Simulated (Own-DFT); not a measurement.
# Computed records: GaP (zincblende, strained, atoms displaced), SiC (4H silicon carbide, atoms displaced), SiC (3C silicon carbide, strained, atoms displaced)

Computed with Own-DFT development build. A calculation, not a measurement: plane-wave PBE density functional theory by an unreviewed code, no spin, of a simulated periodic cell, stress positive in tension, free energy of the whole cell less one offset for each atom, forces on such cells passed a denser k mesh, this cell's mesh not checked; offsets are fitted by least squares, one for each functional and potential file, so energies compare only between cells with the same atoms and settings and are not formation energies; the far tail of each file's local potential was reset to the Coulomb form; each entry is a single point on an unrelaxed cell, so the pressure reflects the starting lattice, mostly measured values (interpolated for alloys), from which strain is counted, and rises with the displacements; printed positions are rounded, which can move forces by about a meV/angstrom; the program, named Own-DFT, is a retired in-house code; no spin-orbit coupling.

Common to all runs: functional PBE; potential files PseudoDojo norm-conserving, scalar-relativistic, standard set; wave cutoff 42 hartree; occupations Fermi-Dirac; smearing width 0.1 eV.

(1) GaP (zincblende, strained, atoms displaced)

```xyz
64
Lattice="10.8620 0.0000 0.0000 0.0000 10.8620 0.0000 0.0000 0.0000 10.9361" Properties=species:S:1:pos:R:3 GaP
Ga    10.7596     0.0142     0.0383
Ga     0.0079     2.6612     2.6569
Ga     2.6681     0.0674     2.7168
Ga     2.6551     2.7313     0.0268
P      1.3187     1.3704     1.3611
P      1.3723     3.9604     4.0604
P      4.1289     1.2691     4.1115
P      4.0993     4.1094     1.1895
Ga     0.0016     0.0784     5.4893
Ga     0.0591     2.6440     8.1696
Ga     2.7239    10.7668     8.1935
Ga     2.7363     2.7695     5.3827
P      1.3848     1.3263     6.8943
P      1.3456     4.1287     9.6115
P      4.0844     1.4617     9.5686
P      4.1694     4.0776     6.7814
Ga    10.7957     5.4197     0.0032
Ga     0.0551     8.0505     2.6749
Ga     2.7240     5.5502     2.7562
Ga     2.7798     8.2242    10.8964
P      1.4417     6.7680     1.4136
P      1.3653     9.4626     4.0576
P      4.0827     6.8152     3.9827
P      4.1051     9.4899     1.2713
Ga     0.0021     5.3583     5.6145
Ga     0.0480     8.1221     8.1929
Ga     2.7008     5.4288     8.2718
Ga     2.7550     8.1186     5.4718
P      1.3314     6.7744     6.8860
P      1.3560     9.4786     9.5465
P      4.1081     6.8760     9.5679
P      4.0807     9.5303     6.8237
Ga     5.5536    10.7763     0.0476
Ga     5.4296     2.7133     2.7654
Ga     8.1377    10.8345     2.7467
Ga     8.1633     2.6865    10.8646
P      6.7103     1.3188     1.2992
P      6.8085     4.0917     4.0849
P      9.4726     1.3245     4.0562
P      9.4845     4.0941     1.4066
Ga     5.3178     0.0221     5.4320
Ga     5.4110     2.8208     8.2155
Ga     8.1894     0.0061     8.1403
Ga     8.0699     2.6711     5.3732
P      6.8122     1.3919     6.7905
P      6.7920     4.0891     9.5893
P      9.5235     1.3051     9.6035
P      9.5483     3.9666     6.7325
Ga     5.4545     5.4558     0.0286
Ga     5.3964     8.1623     2.7303
Ga     8.0828     5.4176     2.6623
Ga     8.1878     8.0950     0.0506
P      6.9284     6.7059     1.3766
P      6.6509     9.4228     4.0971
P      9.5221     6.8422     4.0869
P      9.4655     9.4946     1.3717
Ga     5.4747     5.4229     5.4222
Ga     5.5000     8.1417     8.2303
Ga     8.1560     5.3658     8.2308
Ga     8.0114     8.0978     5.4482
P      6.8200     6.7066     6.9081
P      6.9181     9.4590     9.5959
P      9.5597     6.7562     9.4927
P      9.5091     9.5121     6.9050
```

* hardware: one NVIDIA H100
* k mesh: 3 x 3 x 3 centred on Gamma
* free energy of cell above offsets: -32.757 eV
* pressure: 3.77 GPa
* stress xx: -3.94 GPa
* stress yy: -3.97 GPa
* stress zz: -3.39 GPa
* stress yz: 0.59 GPa
* stress xz: -0.25 GPa
* stress xy: -0.09 GPa
* wall time: 506.6 s

Force:
```csv
element,x (eV/Å),y (eV/Å),z (eV/Å)
Ga,0.992,-0.724,-0.093
Ga,-0.685,0.492,0.725
Ga,0.501,-0.963,-0.007
Ga,0.28,-0.043,-0.588
P,0.321,-0.482,-0.59
P,-0.396,1.605,-0.212
P,-1.406,1.705,-1.123
P,-0.597,-0.37,2.388
Ga,-0.019,-0.913,-0.131
Ga,-0.454,0.66,0.723
Ga,0.282,1.057,0.559
Ga,0.516,-1.036,1.029
P,0.786,0.135,-1.011
P,-0.357,-0.824,-0.319
P,-0.085,-1.431,0.093
P,-1.389,0.526,0.047
Ga,0.554,0.362,0.352
Ga,-0.471,0.914,0.342
Ga,0.111,-2.278,-0.321
Ga,-0.788,-0.729,0.09
P,-0.747,0.417,-1.84
P,-0.13,0.492,0.447
P,0.436,-0.235,1.834
P,-0.199,0.66,1.212
Ga,0.395,0.711,-1.831
Ga,-0.47,0.442,0.093
Ga,0.73,0.164,-0.512
Ga,-0.352,0.068,-0.14
P,0.98,-0.194,-0.616
P,-0.397,0.4,0.722
P,0.006,-0.902,0.032
P,0.358,-0.896,0.234
Ga,-1.023,0.136,-1.535
Ga,-0.275,0.161,-0.821
Ga,-0.857,-0.189,-0.164
Ga,-0.194,0.106,0.759
P,1.466,0.935,1.269
P,-0.263,-0.123,-0.431
P,0.276,0.262,0.066
P,0.021,-0.739,-0.597
Ga,1.689,-0.773,1.082
Ga,0.527,-0.854,-0.122
Ga,-0.421,0.244,0.549
Ga,0.827,0.138,0.16
P,-0.85,-0.465,0.525
P,0.097,-0.019,-0.028
P,-0.211,0.777,-1.001
P,-1.179,-0.414,1.33
Ga,0.433,0.678,-0.749
Ga,0.328,-0.4,-1.364
Ga,1.631,-0.457,1.808
Ga,0.492,-0.188,-0.758
P,-2.255,1.539,-0.686
P,0.947,1.191,0.363
P,-0.321,-1.081,0.424
P,0.595,-0.439,0.429
Ga,-0.25,0.613,0.054
Ga,-0.015,0.439,-0.301
Ga,0.732,-0.41,-0.431
Ga,1.042,0.254,0.361
P,-0.404,0.321,-0.652
P,-0.534,0.293,-0.434
P,-0.492,0.236,0.707
P,0.135,-0.564,-1.398
```

(2) SiC (4H silicon carbide, atoms displaced)

```xyz
32
Lattice="6.1654 0.0000 0.0000 -3.0827 5.3394 0.0000 0.0000 0.0000 10.0681" Properties=species:S:1:pos:R:3 SiC
Si     3.0963     5.2667     4.0250
Si    -0.1547     1.8705     1.3747
C     -0.0331     0.2023     0.7735
C      0.0629     2.0286     3.3034
Si    -1.5715     2.8248     4.0210
Si    -1.4534     4.5148     1.6613
C     -1.4843     2.7206     1.1025
C     -1.2635     4.3272     3.4708
Si     3.0556     0.0616     4.1899
Si     3.2062     1.8340     1.6653
C      3.0192     0.0925     1.0051
C      3.0529     1.7673     3.3634
Si     1.5675     2.8051     4.1762
Si     1.6385     4.4690     1.6906
C      1.5752     2.6980     0.8809
C      1.6756     4.3963     3.4816
Si     0.1480     0.1597     9.0460
Si     2.9435     3.6986     6.6238
C     -0.0467     0.1701     5.9966
C      2.9987     3.5156     8.4362
Si    -1.4501     2.6885     9.0046
Si     4.6877     1.0453     6.6971
C      4.6874     2.5409     5.9791
C      4.5451     0.8979     8.4800
Si    -0.1059     5.3053     9.1434
Si     0.0990     3.6895     6.4587
C      3.0533     0.0981     6.1138
C     -0.1246     3.5893     8.6873
Si     1.4750     2.6046     9.1877
Si     1.5891     0.7124     6.5814
C      1.5323     2.6894     6.0777
C      1.6151     0.9050     8.5754
```

* hardware: one NVIDIA H100
* k mesh: 5 x 5 x 3 centred on Gamma
* free energy of cell above offsets: 6.861 eV
* pressure: 12.84 GPa
* stress xx: -13.36 GPa
* stress yy: -14.85 GPa
* stress zz: -10.3 GPa
* stress yz: 2.67 GPa
* stress xz: 1.35 GPa
* stress xy: -1.15 GPa
* wall time: 119.3 s

Force:
```csv
element,x (eV/Å),y (eV/Å),z (eV/Å)
Si,2.529,4.508,0.957
Si,8.566,-1.631,4.326
C,0.284,-3.55,3.373
C,-0.81,-3.126,1.761
Si,0.887,-8.736,2.816
Si,-1.267,0.455,-2.098
C,-5.983,4.192,-4.101
C,-3.168,6.839,-0.465
Si,2.259,1.023,-1.059
Si,-3.107,-0.422,-4.473
C,2.661,-0.487,-0.288
C,0.302,1.069,5.833
Si,-0.699,-4.558,-1.25
Si,-1.437,0.126,-5.035
C,0.361,0.553,2.523
C,-1.653,2.695,0.838
Si,-5.312,-4.48,0.469
Si,2.747,-1.574,0.392
C,0.902,-3.126,-1.383
C,1.37,1.669,1.402
Si,-7.469,-2.142,2.385
Si,-1.447,-3.518,0.508
C,-0.862,8.006,-2.88
C,1.814,0.022,1.216
Si,3.507,0.912,2.546
Si,-3.036,-3.3,3.115
C,4.585,-1.447,-3.597
C,5.599,1.03,-3.985
Si,1.733,3.352,-1.154
Si,-4.152,5.429,2.873
C,0.672,-0.684,-1.948
C,-0.376,0.902,-3.62
```

(3) SiC (3C silicon carbide, strained, atoms displaced)

```xyz
96
Lattice="12.9925 0.0284 0.0533 0.0189 8.6719 -0.1454 0.0355 -0.1454 8.7755" Properties=species:S:1:pos:R:3 SiC
Si     0.0747     8.6418    -0.1205
Si    12.9426     2.1871     2.2225
Si     2.2677     8.5741     2.0961
Si     2.1609     2.1911    -0.0115
C      0.9879     1.0362     1.0160
C      1.0251     3.2214     3.2789
C      3.3411     0.9521     3.2806
C      3.2077     3.2463     0.9932
Si    12.9961    -0.0451     4.5121
Si     0.0525     2.0262     6.4947
Si     2.2200     8.4485     6.3132
Si     2.2045     2.1050     4.3730
C      1.1366     0.9948     5.5696
C      1.1704     3.1399     7.6796
C      3.2506     0.9320     7.7772
C      3.2346     3.1576     5.4397
Si     0.1120     4.3750    -0.0335
Si     0.0313     6.4276     2.0876
Si     2.1065     4.2822     2.2673
Si     2.1000     6.5488     0.0036
C      1.0529     5.4422     0.9824
C      1.0485     7.5480     3.1904
C      3.1993     5.4021     3.2364
C      3.3421     7.5175     1.0525
Si    12.9534     4.3160     4.3573
Si     0.0684     6.3422     6.4377
Si     2.2532     4.1896     6.5894
Si     2.1586     6.3679     4.2902
C      1.1004     5.3013     5.3444
C      1.1675     7.5211     7.5030
C      3.3857     5.2225     7.5329
C      3.3425     7.5983     5.3939
Si     4.2974     0.0273     0.0721
Si     4.3223     2.0438     2.2380
Si     6.4684    -0.0045     2.2977
Si     6.5116     2.1889     0.0549
C      5.3278     1.0916     1.2148
C      5.4544     3.1985     3.2345
C      7.5709     1.1233     3.2613
C      7.6183     3.2786     1.0558
Si     4.3670    -0.0010     4.3885
Si     4.3389     2.1340     6.5926
Si     6.5352    -0.0647     6.6269
Si     6.5697     2.1698     4.3770
C      5.4718     0.9547     5.4804
C      5.4123     3.1728     7.5428
C      7.6045     0.9444     7.6707
C      7.5774     3.2658     5.4871
Si     4.3156     4.2407     8.6336
Si     4.3114     6.4673     2.0569
Si     6.5474     4.3095     2.2000
Si     6.4193     6.5326    -0.0180
C      5.4253     5.4838     1.0533
C      5.4004     7.6144     3.1814
C      7.5993     5.3194     3.2106
C      7.6236     7.5414     0.9823
Si     4.3122     4.4070     4.4272
Si     4.3889     6.4433     6.5862
Si     6.4998     4.1788     6.5808
Si     6.5009     6.4616     4.3639
C      5.4824     5.3906     5.3725
C      5.5234     7.4055     7.5932
C      7.6277     5.1762     7.5897
C      7.5735     7.5155     5.2791
Si     8.6383     8.6456    -0.1009
Si     8.5937     2.2107     2.1396
Si    10.9086     8.6458     2.1259
Si    10.8680     2.0879     8.7827
C      9.7029     1.1188     1.1440
C      9.8111     3.1438     3.1694
C     11.9928     1.1092     3.3394
C     11.8646     3.3067     1.0704
Si     8.6642     0.0013     4.4168
Si     8.8901     2.1203     6.5590
Si    10.7878     8.5789     6.5194
Si    10.8442     2.1443     4.3473
C      9.8212     0.9940     5.5173
C      9.7620     3.1504     7.7217
C     11.9382     1.0606     7.7447
C     11.8904     3.1688     5.3904
Si     8.7265     4.0964     8.6679
Si     8.6879     6.4733     2.1592
Si    10.9223     4.3093     2.2245
Si    10.9313     6.5481    -0.0208
C      9.6796     5.3972     0.9803
C      9.8642     7.6364     3.1438
C     11.9738     5.4010     3.2541
C     11.8620     7.6128     1.0181
Si     8.7763     4.2240     4.3111
Si     8.6216     6.4699     6.5805
Si    10.8932     4.3132     6.6055
Si    10.8409     6.4567     4.2001
C      9.7129     5.3210     5.4124
C      9.7457     7.5416     7.7221
C     12.1125     5.3433     7.6281
C     11.9563     7.4350     5.3790
```

* k mesh: 3 x 4 x 4 centred on Gamma
* free energy of cell above offsets: -4.854 eV
* pressure: 7.67 GPa
* stress xx: -8.79 GPa
* stress yy: -8.68 GPa
* stress zz: -5.55 GPa
* stress yz: -9.59 GPa
* stress xz: 2.29 GPa
* stress xy: 0.57 GPa

Force:
```csv
element,x (eV/Å),y (eV/Å),z (eV/Å)
Si,-2.791,0.12,-1.873
Si,0.797,-0.451,-1.306
Si,-2.503,0.8,-0.299
Si,-1.055,-1.437,0
C,3.15,1.759,3.077
C,1.01,-1.237,-0.32
C,-2.779,1.864,0.754
C,0.701,0.738,2.649
Si,-0.215,0.425,-0.577
Si,-1.432,1.837,2.133
Si,-0.93,3.928,4.47
Si,-0.906,-0.839,-0.417
C,0.708,-0.883,-2.834
C,-0.68,-0.252,-1.253
C,0.588,-0.025,-2.341
C,1.243,0.521,0.063
Si,-2.597,-1.797,-1.34
Si,-1.161,1.96,0.218
Si,1.298,0.043,-2.938
Si,1.962,-0.016,-2.572
C,1.768,-0.206,2.326
C,1.619,-0.59,-0.197
C,1.68,-0.694,-0.709
C,-2.338,1.14,-2.171
Si,0.329,-0.514,1.062
Si,0.287,1.606,-0.083
Si,-1.902,0.407,-1.529
Si,-0.277,2.686,0.766
C,0.919,-0.607,1.468
C,-0.41,-2.263,0.638
C,-2.561,3.141,0.713
C,1.224,-3.738,-2.24
Si,0.84,-0.425,-0.655
Si,-0.625,4.146,-0.2
Si,0.63,-0.464,-1.728
Si,-1.111,-0.503,-1.246
C,2.946,-1.437,-2.819
C,-1.228,0.665,1.142
C,1.015,-0.785,0.836
C,-1.246,-0.037,-0.217
Si,0.59,-1.401,1.54
Si,-0.454,-3.147,-0.964
Si,-0.68,-0.846,-0.976
Si,-1.387,-0.34,0.82
C,-0.406,2.191,0.584
C,0.47,-0.664,3.345
C,1.087,1.164,0.888
C,2.562,-2.353,-1.218
Si,1.994,-1.45,3.028
Si,1.427,-0.52,2.941
Si,-1.661,0.028,-1.728
Si,2.945,-1.206,-0.717
C,-0.565,-2.733,-0.172
C,0.518,-2.307,0.201
C,1.296,1.771,1.607
C,-1.264,0.9,1.545
Si,0.525,-2.436,-2.099
Si,0.069,-0.331,-2.489
Si,0.583,2.305,-1.658
Si,-0.138,-0.57,-3.098
C,-1.025,-0.327,2.604
C,-0.88,2.501,0.48
C,-0.629,2.393,1.288
C,1.8,1.334,2.695
Si,-0.863,2.536,2.003
Si,1.557,-1.522,0.195
Si,-0.787,2.885,-1.133
Si,-0.915,-0.928,1.028
C,0.945,-0.568,-0.626
C,-0.488,1.149,1.809
C,-0.902,-1.536,0.404
C,2.512,-0.072,0.153
Si,0.116,-0.337,-0.789
Si,-4.586,-0.368,0.096
Si,2.132,-0.485,0.345
Si,-0.292,-1.336,-0.112
C,-0.17,0.302,-1.309
C,3.736,-0.873,-2.312
C,0.472,-1.85,-1.23
C,0.94,1.097,2.245
Si,-2.259,3.744,2.39
Si,-0.27,-0.026,-1.401
Si,-2.483,0.758,-1.969
Si,-2.814,-1.542,-1.21
C,2.448,0.138,1.174
C,-2.28,-1.657,1.528
C,-0.23,-0.297,-0.776
C,3.335,-0.242,0.559
Si,-2.239,0.505,0.317
Si,0.55,-1.512,-1.206
Si,-0.411,-0.547,-1.068
Si,-0.502,0.26,2.724
C,1.939,1.617,0.737
C,2.085,-2.531,-3.251
C,-2.167,-0.58,0.907
C,-0.851,1.271,0.879
```
